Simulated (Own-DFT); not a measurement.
## Calculated data, Al3GaAs4 (zincblende random alloy, atoms displaced)

A calculation, not a measurement: plane-wave PBE density functional theory by an unreviewed code, no spin, of a simulated periodic cell, stress positive in tension, free energy of the whole cell less one offset for each atom, forces on such cells passed a denser k mesh, this cell's mesh not checked; offsets are fitted by least squares, one for each functional and potential file, so energies compare only between cells with the same atoms and settings and are not formation energies; the far tail of each file's local potential was reset to the Coulomb form; each entry is a single point on an unrelaxed cell, so the pressure reflects the starting lattice, mostly measured values, from which strain is counted, and rises with the displacements; printed positions are rounded, which can move forces by about a meV/angstrom; the program is a retired in-house code; no spin-orbit coupling; before rounding, a Quantum ESPRESSO 7.3.1 run of the same cell and cutoff gave forces within 1 meV/angstrom rms on each cell, which checks the program and not the settings. Program: Own-DFT development build.

### Al3GaAs4 (zincblende random alloy, atoms displaced)

```
Al3GaAs4
1.0
     11.3183     0.0000     0.0000
      0.0000    11.3183     0.0000
      0.0000     0.0000    11.3183
Al Ga As Al Ga Al As Al As Al As Ga Al As Al As Al As Ga Al Ga Al As
2 2 4 1 2 1 4 4 4 4 4 2 2 4 4 4 4 4 1 1 1 1 4
Direct
  0.99799 0.99732 0.00184
  0.99717 0.25585 0.24803
  0.24848 0.00019 0.25182
  0.25145 0.25554 0.99707
  0.12711 0.12667 0.12871
  0.12135 0.37195 0.37818
  0.37407 0.12432 0.37397
  0.37429 0.37501 0.12293
  0.00134 0.00180 0.49436
  0.00363 0.24724 0.75339
  0.24826 0.00140 0.74724
  0.24997 0.24857 0.50333
  0.12323 0.12404 0.62573
  0.12523 0.37711 0.87926
  0.37719 0.12741 0.88162
  0.37733 0.37368 0.62397
  0.00129 0.49971 0.99936
  0.99744 0.75455 0.25038
  0.24848 0.49573 0.25226
  0.24500 0.75140 0.00096
  0.12672 0.62372 0.12664
  0.12233 0.87708 0.37224
  0.37718 0.62977 0.37142
  0.37355 0.87856 0.12585
  0.00252 0.49274 0.49956
  0.99980 0.75053 0.74812
  0.24903 0.50015 0.74908
  0.25521 0.75351 0.50206
  0.12541 0.62308 0.62353
  0.12490 0.87643 0.87534
  0.37527 0.62734 0.87323
  0.37289 0.87478 0.62380
  0.50358 0.00174 0.99957
  0.50098 0.25117 0.24741
  0.75087 0.99892 0.25094
  0.75199 0.24837 0.99533
  0.62838 0.12596 0.12687
  0.62958 0.38015 0.37461
  0.87635 0.12740 0.37724
  0.87529 0.37535 0.12594
  0.50183 0.99791 0.50290
  0.49627 0.25157 0.75299
  0.75100 0.00013 0.74989
  0.74776 0.25475 0.50139
  0.62645 0.12574 0.62912
  0.62189 0.37365 0.87502
  0.87532 0.12216 0.87313
  0.87581 0.37267 0.62251
  0.50257 0.49957 0.00196
  0.49651 0.75192 0.25582
  0.74555 0.49553 0.25059
  0.75751 0.75076 0.00150
  0.62531 0.62456 0.12659
  0.62190 0.87640 0.37405
  0.87803 0.62808 0.38289
  0.87366 0.87820 0.12546
  0.49761 0.49992 0.49895
  0.49769 0.75748 0.74956
  0.74933 0.50035 0.74869
  0.74849 0.75077 0.50213
  0.63006 0.62510 0.62470
  0.62272 0.87060 0.87737
  0.87664 0.62734 0.87607
  0.87188 0.87731 0.62482
```

Settings of this run: functional PBE, potential files PseudoDojo norm-conserving, scalar-relativistic, standard set, wave cutoff 42 hartree, occupations Fermi-Dirac, smearing width 0.1 eV and k mesh 3 x 3 x 3 centred on Gamma.

**Q.** What stress yy does the calculation give for Al3GaAs4 (zincblende random alloy, atoms displaced)?
**A.** -2.96 GPa

**Q.** Al3GaAs4 (zincblende random alloy, atoms displaced): pressure?
**A.** 2.97 GPa

Further results for Al3GaAs4 (zincblende random alloy, atoms displaced):

* free energy of cell above offsets: -20.111 eV
* stress xx: -2.96 GPa
* stress zz: -2.98 GPa
* stress yz: 0.09 GPa
* stress xz: 0.05 GPa
* stress xy: 0.1 GPa

Force:
```csv
element,x (eV/Å),y (eV/Å),z (eV/Å)
Al,0.522,0.634,-0.033
Al,0.277,-0.784,0.171
Ga,0.165,0.126,-0.176
Ga,-0.259,-0.665,0.551
As,-0.43,0.204,-0.544
As,0.69,-0.144,-0.322
As,0.321,0.126,0.431
As,0.173,0.298,0.344
Al,-0.305,-0.17,0.592
Ga,-0.298,0.339,-0.101
Ga,0.321,0.148,0.596
Al,0.091,-0.085,-0.293
As,0.105,0.035,-0.259
As,-0.018,-0.043,-0.731
As,-0.367,-0.276,-0.798
As,-0.441,0.144,0.15
Al,-0.27,0.329,0.406
Al,0.057,-0.695,-0.024
Al,0.117,0.244,0.071
Al,0.628,-0.091,-0.026
As,-0.393,0.128,0.167
As,0.482,-0.375,0.46
As,-0.766,-0.819,0.626
As,0.093,-0.365,-0.13
Al,-0.313,0.886,0.261
Al,0.071,0.084,-0.079
Al,0.264,0.078,0.09
Al,-0.89,-0.529,-0.566
As,0.02,0.202,-0.127
As,-0.24,-0.083,-0.16
As,-0.041,-0.119,0.264
As,0.322,0.537,0.243
Ga,-0.065,-0.161,0.438
Ga,-0.02,0.005,0.333
Al,-0.075,0.386,0.334
Al,-0.069,0.151,0.319
As,0.103,-0.014,-0.255
As,-0.996,-0.809,0.359
As,-0.402,0.206,-0.334
As,-0.363,0.208,-0.548
Al,-0.134,0.581,-0.154
Al,0.294,-0.347,-0.197
Al,-0.378,-0.264,0.249
Al,0.018,-0.632,-0.082
As,-0.344,0.179,-0.225
As,0.415,0.175,0.026
As,0.146,0.02,0.296
As,0.158,0.082,0.69
Al,-0.279,0.383,-0.243
Al,0.514,0.266,-1.164
Al,1.032,1.168,-0.194
Al,-0.835,-0.252,0.084
As,0.059,0.426,0.077
As,0.459,-0.141,0.268
As,-0.246,-0.456,-0.757
As,0.079,-0.211,0.144
Ga,0.379,0.392,0.018
Al,0.23,-0.97,-0.119
Ga,0.258,-0.215,0.273
Al,0.098,0.209,-0.311
As,-1.036,0.24,0.154
As,0.674,0.479,-0.071
As,0.114,-0.364,-0.247
As,0.525,-0.018,-0.213
```
